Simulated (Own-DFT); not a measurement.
# Computed records: GaP (zincblende, atoms displaced)

A calculation, not a measurement: plane-wave PBE density functional theory by an unreviewed code, no spin, of a simulated periodic cell, stress positive in tension, free energy of the whole cell less one offset for each atom, forces on such cells passed a denser k mesh, this cell's mesh not checked; offsets are fitted by least squares, one for each functional and potential file, so energies compare only between cells with the same atoms and settings and are not formation energies; the far tail of each file's local potential was reset to the Coulomb form; each entry is a single point on an unrelaxed cell, so the pressure reflects the starting lattice, mostly measured values (interpolated for alloys), from which strain is counted, and rises with the displacements; printed positions are rounded, which can move forces by about a meV/angstrom; the program, named Own-DFT, is a retired in-house code; no spin-orbit coupling. Program: Own-DFT development build.

Common to all runs: functional PBE; potential files PseudoDojo norm-conserving, scalar-relativistic, standard set; wave cutoff 42 hartree; occupations Fermi-Dirac; smearing width 0.1 eV; hardware one NVIDIA H200; k mesh 2 x 3 x 3 centred on Gamma.

(1) GaP (zincblende, atoms displaced)

```
CELL_PARAMETERS angstrom
16.35150 0.00000 0.00000
0.00000 10.90100 0.00000
0.00000 0.00000 10.90100
ATOMIC_POSITIONS crystal
Ga 0.00763 0.99830 0.98737
Ga 0.01025 0.27673 0.24560
Ga 0.16762 0.99427 0.26512
Ga 0.16304 0.26962 0.99140
P 0.08151 0.12008 0.11160
P 0.07490 0.37311 0.39567
P 0.26261 0.10780 0.39967
P 0.26029 0.35598 0.14689
Ga 0.98798 0.02135 0.49810
Ga 0.98912 0.24105 0.75561
Ga 0.13929 0.00274 0.76964
Ga 0.16326 0.23722 0.49547
P 0.07762 0.13968 0.64854
P 0.07864 0.36086 0.88559
P 0.25241 0.15019 0.88163
P 0.23304 0.36645 0.61670
Ga 0.01182 0.50270 0.99885
Ga 0.99835 0.74066 0.27164
Ga 0.15803 0.50649 0.23161
Ga 0.16666 0.73513 0.01526
P 0.08627 0.62891 0.09641
P 0.08651 0.87345 0.37586
P 0.25300 0.64084 0.39283
P 0.24101 0.87291 0.10771
Ga 0.00745 0.49726 0.50955
Ga 0.98152 0.78112 0.73286
Ga 0.17134 0.47593 0.73560
Ga 0.15838 0.73920 0.52743
P 0.08583 0.61266 0.61724
P 0.07724 0.89725 0.88393
P 0.25142 0.63330 0.86179
P 0.24584 0.87480 0.61939
Ga 0.32089 0.99673 0.99824
Ga 0.33282 0.24545 0.25897
Ga 0.50411 0.99244 0.24872
Ga 0.50482 0.26698 0.00327
P 0.42517 0.11788 0.11036
P 0.41403 0.37876 0.38220
P 0.59927 0.11055 0.38405
P 0.57779 0.38310 0.13948
Ga 0.34648 0.99486 0.49878
Ga 0.33628 0.25333 0.72937
Ga 0.50901 0.98381 0.76042
Ga 0.51885 0.25682 0.48374
P 0.41279 0.11915 0.61692
P 0.41693 0.38618 0.87968
P 0.56762 0.10827 0.88133
P 0.58099 0.38487 0.61558
Ga 0.31822 0.49724 0.99868
Ga 0.33585 0.76921 0.24785
Ga 0.48667 0.51115 0.26460
Ga 0.50195 0.73324 0.01071
P 0.40678 0.63389 0.13287
P 0.42335 0.85775 0.39252
P 0.59173 0.60660 0.37495
P 0.58719 0.84945 0.11230
Ga 0.31664 0.51677 0.48998
Ga 0.33321 0.72925 0.76588
Ga 0.49337 0.50615 0.75175
Ga 0.49315 0.75555 0.50400
P 0.41507 0.63143 0.62248
P 0.41285 0.87242 0.87393
P 0.58157 0.63703 0.88579
P 0.58519 0.88261 0.60901
Ga 0.66746 0.04184 0.01794
Ga 0.66640 0.25206 0.23263
Ga 0.85288 0.00326 0.23646
Ga 0.85032 0.22720 0.00339
P 0.75656 0.13412 0.12880
P 0.73680 0.36982 0.34700
P 0.92429 0.13737 0.38636
P 0.92897 0.37472 0.11889
Ga 0.66113 0.99822 0.49498
Ga 0.66924 0.23710 0.75814
Ga 0.82439 0.01962 0.73285
Ga 0.82531 0.24171 0.52518
P 0.74881 0.15022 0.63622
P 0.75266 0.37484 0.92422
P 0.91843 0.13546 0.87707
P 0.92789 0.38058 0.61418
Ga 0.66164 0.48781 0.01564
Ga 0.68263 0.73371 0.25735
Ga 0.84270 0.49405 0.23350
Ga 0.82929 0.74448 0.99815
P 0.74585 0.62359 0.12662
P 0.75567 0.85874 0.36854
P 0.92363 0.61480 0.36423
P 0.91820 0.87692 0.14263
Ga 0.65109 0.52227 0.50327
Ga 0.67730 0.75184 0.75815
Ga 0.82758 0.50271 0.75617
Ga 0.82109 0.73644 0.53894
P 0.75083 0.62951 0.62010
P 0.75660 0.87605 0.87271
P 0.91193 0.62942 0.85874
P 0.92173 0.87576 0.59961
```

* free energy of cell above offsets: -17.498 eV
* pressure: 8.2 GPa
* stress xx: -8.02 GPa
* stress yy: -8.53 GPa
* stress zz: -8.05 GPa
* stress yz: 1.41 GPa
* stress xz: 0.99 GPa
* stress xy: -0.18 GPa
* wall time: 963.3 s

Force:
```csv
element,x (eV/Å),y (eV/Å),z (eV/Å)
Ga,-5.111,3.179,4.571
Ga,0.132,-2.556,0.14
Ga,0.478,0.886,-1.456
Ga,2.716,-2.649,3.211
P,1.217,1.476,2.178
P,2.895,-0.556,-2.434
P,-2.583,1.787,-2.886
P,-3.739,3.223,-2.976
Ga,3.938,-1.998,1.466
Ga,0.744,3.249,-0.939
Ga,5.696,3.032,-3.716
Ga,-0.379,-0.713,0.02
P,0.419,-1.486,-2.771
P,-1.366,2.655,-3.389
P,-0.35,-1.413,-1.064
P,4.401,-1.293,-2.227
Ga,-2.417,-0.854,-2.039
Ga,1.751,2.306,-1.978
Ga,1.582,-0.883,2.09
Ga,3.267,3.195,-4.7
P,-3.499,-1.61,5.07
P,-0.98,-0.618,1.605
P,-3.283,2.835,-4.448
P,0.81,0.691,2.852
Ga,-1.531,1.787,-1.597
Ga,3.125,-3.112,3.786
Ga,-2.852,3.105,3.641
Ga,2.118,2.826,-2.672
P,-1.51,-0.166,3.941
P,0.893,-8.982,-0.851
P,-4.604,-3.906,3.081
P,0.015,0.281,2.009
Ga,1.553,1.22,-1.201
Ga,2.65,-2.486,1.548
Ga,0.5,-0.733,-0.15
Ga,-0.873,-0.657,-0.482
P,-1.178,0.134,1.527
P,-0.318,-0.603,0.485
P,-3.302,3.865,-4.829
P,-1.116,-0.316,0.023
Ga,-0.481,-2.45,1.245
Ga,-0.483,0.292,1.151
Ga,-2.388,-1.099,-2.284
Ga,-1.887,-0.819,0.184
P,3.085,1.201,1.256
P,-0.815,-0.743,-0.522
P,2.702,3.297,1.111
P,0.676,-0.574,2.537
Ga,1.017,0.007,0.671
Ga,-1.105,-0.258,0.651
Ga,0.305,-0.09,-0.558
Ga,-2.547,1.308,-0.257
P,0.408,-1.291,-0.763
P,-2.426,3.873,-4.614
P,-4.417,5.105,-4.6
P,1.685,2.645,2.412
Ga,3.13,-3.868,2.945
Ga,3.13,4.35,-3.638
Ga,0.98,0.465,-0.166
Ga,3.864,-3.168,2.088
P,-0.634,-1.192,0.347
P,0.174,-0.634,0.754
P,1.568,-2.512,-2.159
P,-0.322,-1.82,2.604
Ga,-1.405,-3.637,-1.807
Ga,-1.193,-1.33,0.566
Ga,-3.024,2.67,3.691
Ga,-2.359,3.431,2.519
P,1.709,-0.356,1.022
P,2.882,2.121,3.398
P,-3.135,2.471,-3.184
P,-1.059,0.388,-0.915
Ga,4.548,-2.489,1.639
Ga,-2.817,2.663,2.839
Ga,1.903,-2.402,1.926
Ga,3.572,3.693,-4.946
P,-2.429,-3.906,-0.556
P,1.133,-1.349,-3.55
P,0.005,-4.607,-1.677
P,-3.379,-1.399,2.555
Ga,-0.77,2.262,-0.203
Ga,-2.921,0.905,0.189
Ga,-1.368,-0.05,0.615
Ga,0.715,0.345,0.531
P,1.999,-1.589,-1.518
P,1.088,2.071,2.036
P,-1.961,-1.833,2.663
P,2.581,-3.418,-4.136
Ga,4.419,-4.023,3.719
Ga,-1.595,0.35,-0.291
Ga,-0.069,-1.532,-0.207
Ga,6.497,6.786,-7.109
P,-6.292,-7.047,5.118
P,-0.259,2.071,0.214
P,1.42,0.646,1.364
P,-3.566,1.926,-1.336
```

(2) GaP (zincblende, atoms displaced)

```
CELL_PARAMETERS angstrom
16.35150 0.00000 0.00000
0.00000 10.90100 0.00000
0.00000 0.00000 10.90100
ATOMIC_POSITIONS crystal
Ga 0.00700 0.00381 0.99889
Ga 0.00221 0.24068 0.24194
Ga 0.17227 0.00308 0.26676
Ga 0.17149 0.22730 0.98698
P 0.08740 0.12059 0.10269
P 0.09459 0.37561 0.36078
P 0.25866 0.11408 0.37496
P 0.24716 0.38190 0.14998
Ga 0.00808 0.98615 0.50237
Ga 0.99025 0.23931 0.76598
Ga 0.16948 0.00746 0.75544
Ga 0.17496 0.24581 0.51413
P 0.07418 0.10503 0.62059
P 0.09616 0.39412 0.89295
P 0.24724 0.11668 0.89817
P 0.23611 0.37802 0.63911
Ga 0.99859 0.50064 0.97977
Ga 0.00821 0.75600 0.24856
Ga 0.15829 0.51043 0.24587
Ga 0.16814 0.75471 0.98344
P 0.09317 0.63822 0.12166
P 0.07927 0.86352 0.37447
P 0.24513 0.61389 0.39563
P 0.25745 0.88444 0.11695
Ga 0.00035 0.49932 0.51957
Ga 0.00624 0.75047 0.75803
Ga 0.15912 0.52033 0.74969
Ga 0.16581 0.74678 0.50184
P 0.09226 0.63413 0.62881
P 0.08906 0.88039 0.89067
P 0.25015 0.63871 0.87267
P 0.26538 0.87883 0.63206
Ga 0.34101 0.99244 0.99252
Ga 0.33155 0.25641 0.26220
Ga 0.48295 0.99683 0.25039
Ga 0.50744 0.25877 0.98505
P 0.40841 0.08117 0.10085
P 0.41081 0.37932 0.38323
P 0.58724 0.11816 0.38296
P 0.58615 0.36450 0.11134
Ga 0.32280 0.99419 0.48829
Ga 0.33338 0.25532 0.77830
Ga 0.51184 0.00066 0.73655
Ga 0.50460 0.25358 0.51086
P 0.41612 0.15056 0.63347
P 0.42543 0.39418 0.87651
P 0.57266 0.10633 0.89207
P 0.58917 0.34808 0.62500
Ga 0.31494 0.49185 0.99061
Ga 0.33279 0.76690 0.23952
Ga 0.50776 0.51841 0.23075
Ga 0.49673 0.74830 0.99406
P 0.41120 0.62637 0.11744
P 0.41387 0.85768 0.36749
P 0.58777 0.61217 0.38854
P 0.57360 0.87808 0.09249
Ga 0.33358 0.51474 0.49926
Ga 0.33179 0.74203 0.74696
Ga 0.50768 0.49070 0.72484
Ga 0.49901 0.76539 0.49249
P 0.42474 0.62388 0.64031
P 0.41286 0.87305 0.86705
P 0.57030 0.61439 0.90949
P 0.57764 0.89670 0.60814
Ga 0.66880 0.98629 0.98309
Ga 0.66461 0.24233 0.26143
Ga 0.83821 0.97467 0.24561
Ga 0.82035 0.24040 0.01337
P 0.75586 0.12412 0.11870
P 0.75417 0.37836 0.34193
P 0.90763 0.12922 0.36376
P 0.92137 0.36731 0.11085
Ga 0.67761 0.01028 0.51816
Ga 0.67355 0.26177 0.76015
Ga 0.83650 0.01498 0.75274
Ga 0.84294 0.24196 0.49349
P 0.73983 0.13891 0.61679
P 0.74760 0.38233 0.89022
P 0.91894 0.10380 0.85854
P 0.91031 0.38993 0.62626
Ga 0.67549 0.53193 0.00094
Ga 0.67257 0.75333 0.26784
Ga 0.83294 0.51187 0.25332
Ga 0.83019 0.76006 0.00411
P 0.76027 0.64463 0.12711
P 0.75376 0.88548 0.35893
P 0.90960 0.61589 0.38395
P 0.92389 0.87498 0.14101
Ga 0.68441 0.49551 0.51874
Ga 0.67334 0.72848 0.76405
Ga 0.84371 0.48785 0.75729
Ga 0.85115 0.74584 0.52032
P 0.76597 0.61652 0.62562
P 0.77475 0.88276 0.87125
P 0.90656 0.62146 0.89285
P 0.91836 0.86754 0.61282
```

* free energy of cell above offsets: -23.960 eV
* pressure: 7.04 GPa
* stress xx: -7.11 GPa
* stress yy: -7.3 GPa
* stress zz: -6.7 GPa
* stress yz: -0.98 GPa
* stress xz: -0.92 GPa
* stress xy: -0.72 GPa
* wall time: 971.4 s

Force:
```csv
element,x (eV/Å),y (eV/Å),z (eV/Å)
Ga,-2.113,-1.203,0.094
Ga,0.307,0.753,-0.184
Ga,-1.145,-1.232,-2.218
Ga,-2.566,5.412,3.223
P,0.058,0.528,3.616
P,-2.083,-1.611,2.239
P,-1.909,3.072,-0.298
P,-0.05,-1.062,-2.376
Ga,-2.291,-0.238,-1.888
Ga,2.107,2.49,-1.86
Ga,-0.04,-0.733,-0.598
Ga,-1.256,-0.695,-1.254
P,2.174,2.925,1.871
P,-0.151,-2.066,-1.671
P,3.815,-2.146,-4.196
P,2.301,0.445,0.677
Ga,0.04,-0.009,2.623
Ga,-1.168,-2.497,-0.402
Ga,1.292,0.57,0.573
Ga,1.197,-0.043,2.792
P,-1.676,-0.161,-0.881
P,2.39,1.481,0.844
P,-0.776,2.016,-2.93
P,-2.382,-0.592,0.379
Ga,1.332,0.397,-2.031
Ga,-0.862,0.16,0.304
Ga,1.716,-1.921,1.511
Ga,1.321,1.534,-0.093
P,-3.203,0.519,-0.554
P,-1.121,0.288,-2.738
P,-0.373,-1.704,-0.475
P,-2.878,-0.13,-0.298
Ga,-4.921,-4.199,-4.778
Ga,0.82,-0.743,-1.014
Ga,2.178,-0.054,-0.284
Ga,-1.684,-0.685,0.632
P,5.449,8.411,6.318
P,1.967,0.253,-0.307
P,-1.391,-0.196,-0.29
P,1.157,1.458,1.797
Ga,3.592,-1.012,1.86
Ga,-0.339,0.423,-0.894
Ga,-3.279,1.708,1.841
Ga,-1.829,-0.943,-2.639
P,-0.602,-2.241,-0.006
P,-1.337,-0.683,-0.037
P,1.867,0.908,-1.99
P,1.677,3.381,0.614
Ga,1.558,0.125,1.14
Ga,-0.781,-2.754,-0.313
Ga,-0.401,-1.426,0.604
Ga,-2.756,1.389,0.572
P,-0.594,0.056,0.05
P,-0.321,2.044,1.13
P,0.2,1.075,-0.128
P,1.547,0.248,3.492
Ga,1.133,-1.857,2.07
Ga,1.613,0.429,0.429
Ga,0.784,-0.432,1.784
Ga,0.88,-2.156,0.88
P,-0.851,1.181,-2.293
P,1.192,-0.654,-1.52
P,1.635,-1.25,-4.492
P,2.308,-2.898,-0.341
Ga,1.078,0.543,0.849
Ga,-0.206,0.073,-1.777
Ga,-0.289,3.906,-0.43
Ga,3.408,3.064,-2.756
P,-3.295,-4.096,3.002
P,-0.713,-0.778,3.38
P,2.458,-2.122,-0.408
P,-0.502,0.62,0.619
Ga,-1.899,-2.965,-3.664
Ga,-0.945,-1.493,1.299
Ga,-2.197,-1.588,-4.64
Ga,-1.834,1.945,0.639
P,4.08,2.201,2.815
P,0.844,0.2,-0.776
P,1.242,1.92,4.653
P,1.83,-3.885,-0.888
Ga,0.214,-1.77,1.221
Ga,-1.872,-0.78,-1.46
Ga,1.085,-0.652,-2.169
Ga,2.193,0.516,0.762
P,-1.63,-0.87,1.349
P,-1.168,-0.849,4.313
P,2.585,0.828,-0.088
P,1.164,-0.652,-3.331
Ga,-1.321,-1.492,-2.089
Ga,-0.388,0.762,-0.121
Ga,-2.365,1.461,2.243
Ga,-3.506,-2.309,-3.561
P,-0.754,0.851,1.643
P,-3.464,-0.711,-0.484
P,1.205,1.076,-1.827
P,2.486,3.594,3.994
```

(3) GaP (zincblende, atoms displaced)

```
CELL_PARAMETERS angstrom
16.35150 0.00000 0.00000
0.00000 10.90100 0.00000
0.00000 0.00000 10.90100
ATOMIC_POSITIONS crystal
Ga 0.99230 0.00230 0.00541
Ga 0.00557 0.24763 0.23300
Ga 0.16206 0.99920 0.22395
Ga 0.17064 0.23551 0.01611
P 0.07860 0.10109 0.12262
P 0.07234 0.38464 0.40145
P 0.24878 0.12353 0.37634
P 0.23793 0.38135 0.11886
Ga 0.00241 0.02725 0.53342
Ga 0.00635 0.25413 0.74763
Ga 0.16104 0.99606 0.73691
Ga 0.16838 0.24028 0.47783
P 0.08084 0.11837 0.63611
P 0.06557 0.34346 0.88279
P 0.24721 0.13889 0.87504
P 0.24317 0.37266 0.60523
Ga 0.00944 0.51729 0.99182
Ga 0.00921 0.75425 0.25006
Ga 0.15768 0.48965 0.26751
Ga 0.16506 0.76418 0.00217
P 0.08056 0.63080 0.12967
P 0.07290 0.87727 0.38123
P 0.24730 0.62146 0.37168
P 0.24331 0.86276 0.10574
Ga 0.00437 0.50667 0.48863
Ga 0.00766 0.74412 0.73388
Ga 0.18315 0.46632 0.75078
Ga 0.17156 0.72763 0.51258
P 0.09922 0.63281 0.63292
P 0.08792 0.86229 0.87774
P 0.25391 0.62414 0.85315
P 0.24901 0.87531 0.64391
Ga 0.33251 0.99870 0.99162
Ga 0.32196 0.25294 0.24760
Ga 0.51002 0.99846 0.25998
Ga 0.47902 0.21899 0.97862
P 0.42456 0.12341 0.13074
P 0.41657 0.35973 0.35915
P 0.57080 0.12589 0.34551
P 0.58044 0.36361 0.12026
Ga 0.33510 0.01568 0.51670
Ga 0.33077 0.24148 0.77285
Ga 0.49131 0.98785 0.74420
Ga 0.49742 0.23100 0.50877
P 0.41885 0.12685 0.62965
P 0.40970 0.36131 0.86158
P 0.56934 0.13813 0.84751
P 0.57402 0.38012 0.63876
Ga 0.32527 0.49194 0.02097
Ga 0.32558 0.73232 0.26802
Ga 0.50449 0.50609 0.25755
Ga 0.49785 0.73879 0.98651
P 0.42660 0.62340 0.11360
P 0.41251 0.87403 0.37991
P 0.59129 0.62395 0.40342
P 0.57705 0.87864 0.11163
Ga 0.33083 0.51101 0.48821
Ga 0.34208 0.77054 0.73643
Ga 0.48799 0.50498 0.74574
Ga 0.50358 0.74658 0.51638
P 0.42076 0.64284 0.63154
P 0.41105 0.87222 0.88190
P 0.60282 0.61334 0.87940
P 0.58420 0.88045 0.61793
Ga 0.66361 0.00632 0.01215
Ga 0.66771 0.25999 0.25348
Ga 0.82611 0.99573 0.22543
Ga 0.83616 0.24502 0.00950
P 0.73813 0.12561 0.11313
P 0.76474 0.35869 0.35904
P 0.91398 0.15729 0.38708
P 0.92530 0.40314 0.12316
Ga 0.66860 0.00646 0.50776
Ga 0.68643 0.24201 0.74633
Ga 0.82270 0.00935 0.74080
Ga 0.83498 0.25988 0.49645
P 0.76165 0.11370 0.62338
P 0.74630 0.35921 0.86990
P 0.91126 0.13488 0.85356
P 0.91261 0.36397 0.61049
Ga 0.66067 0.51868 0.01803
Ga 0.66086 0.72776 0.24708
Ga 0.84655 0.51578 0.25519
Ga 0.83289 0.75365 0.00965
P 0.74150 0.63497 0.10980
P 0.73579 0.86630 0.35138
P 0.92920 0.60167 0.35560
P 0.91730 0.87572 0.11562
Ga 0.66801 0.49388 0.51302
Ga 0.66399 0.75805 0.75779
Ga 0.83612 0.48542 0.74673
Ga 0.83975 0.75150 0.52561
P 0.74434 0.62755 0.63815
P 0.75156 0.88384 0.89397
P 0.91267 0.64329 0.88061
P 0.91950 0.87792 0.59513
```

* free energy of cell above offsets: -21.984 eV
* pressure: 7.16 GPa
* stress xx: -7.52 GPa
* stress yy: -7.18 GPa
* stress zz: -6.77 GPa
* stress yz: -1.68 GPa
* stress xz: -1.51 GPa
* stress xy: -1.84 GPa
* wall time: 959.6 s

Force:
```csv
element,x (eV/Å),y (eV/Å),z (eV/Å)
Ga,-0.28,-0.407,-3.565
Ga,-1.158,1.272,1.441
Ga,2.052,-2.769,3.595
Ga,-1.926,0.117,-0.911
P,-0.537,3.61,-0.861
P,4.142,-5.419,-4.398
P,0.48,-1.943,-2.018
P,-0.809,-0.916,2.43
Ga,-3.836,-2.617,-5.899
Ga,-3.297,-1.534,-3.138
Ga,0.435,-0.391,2.988
Ga,-1.937,1.423,1.963
P,3.905,4.024,1.24
P,4.314,3.843,3.321
P,-1.625,-3.434,0.733
P,2.299,-1.559,-0.678
Ga,-1.076,-0.437,-0.805
Ga,-1.857,0.362,0.133
Ga,-0.432,0.511,-0.87
Ga,-1.394,-4.716,-1.978
P,2.247,-0.553,-0.501
P,2.104,0.938,0.828
P,-1.99,-1.139,0.897
P,3.966,2.79,3.744
Ga,-2.414,2.902,4.947
Ga,-1.485,1.269,1.123
Ga,-2.305,1.644,1.895
Ga,1.207,3.911,-2.541
P,-2.628,-4.271,1.597
P,-2.283,2.412,-1.569
P,0.109,-0.247,1.837
P,-0.132,0.62,-3.309
Ga,-0.5,0.927,1.417
Ga,0.76,-0.254,-0.762
Ga,-4.056,-5.367,-3.478
Ga,1.646,1.942,-0.246
P,-2.786,-1.161,0.826
P,-0.008,1.568,1.709
P,4.624,4.731,5.752
P,-0.218,1.233,-0.149
Ga,-0.913,-1.807,-1.101
Ga,-0.184,0.423,-4.496
Ga,0.95,0.114,0.517
Ga,1.318,2.17,-1.827
P,-1.533,-0.279,1.636
P,1.129,3.369,2.713
P,2.075,-1.608,0.562
P,1.467,-1.475,-1.444
Ga,1.96,1.859,-3.08
Ga,2.663,2.787,-3.144
Ga,0.474,-0.774,-0.15
Ga,1.628,0.874,-0.531
P,-2.119,-0.995,2.232
P,0.275,-0.004,0.299
P,-1.306,-0.195,-2.263
P,-0.253,-1.437,1.081
Ga,1.632,-1.787,0.88
Ga,-0.565,-1.427,1.819
Ga,1.156,-0.418,1.526
Ga,0.356,1.189,-2.162
P,-1.528,-1.804,-0.76
P,1.229,-0.138,-0.818
P,-4.545,1.924,-3.071
P,0.011,-0.094,1.488
Ga,-2.099,-1.034,-2.972
Ga,-0.639,-0.674,-1.066
Ga,-0.307,0.312,1.683
Ga,0.133,1.035,-0.834
P,2.313,2.101,2.229
P,-1.724,2.764,0.467
P,2.767,-3.976,-2.93
P,-0.4,-2.431,-0.837
Ga,-0.278,-0.381,-2.401
Ga,-3.159,-0.833,-1.104
Ga,3.498,-4.449,4.083
Ga,-2.404,-0.802,1.02
P,-3.263,3.684,-4.266
P,1.734,2.718,2.564
P,0.483,-0.978,1.674
P,2.697,2.67,2.242
Ga,-0.084,-5.314,0.563
Ga,-1.222,1.322,0.049
Ga,-5.001,-2.872,-3.312
Ga,-0.349,0.394,-0.848
P,3.249,-0.019,2.702
P,1.908,1.121,1.954
P,1.917,5.434,3.296
P,0.134,-0.546,1.964
Ga,0.64,-1.121,-0.106
Ga,0.673,0.862,0.257
Ga,-0.388,0.75,0.829
Ga,-3.235,-2.859,-3.353
P,1.516,-0.328,-0.322
P,-0.492,0.136,-1.902
P,1.095,-1.808,-1.803
P,1.588,1.743,3.837
```
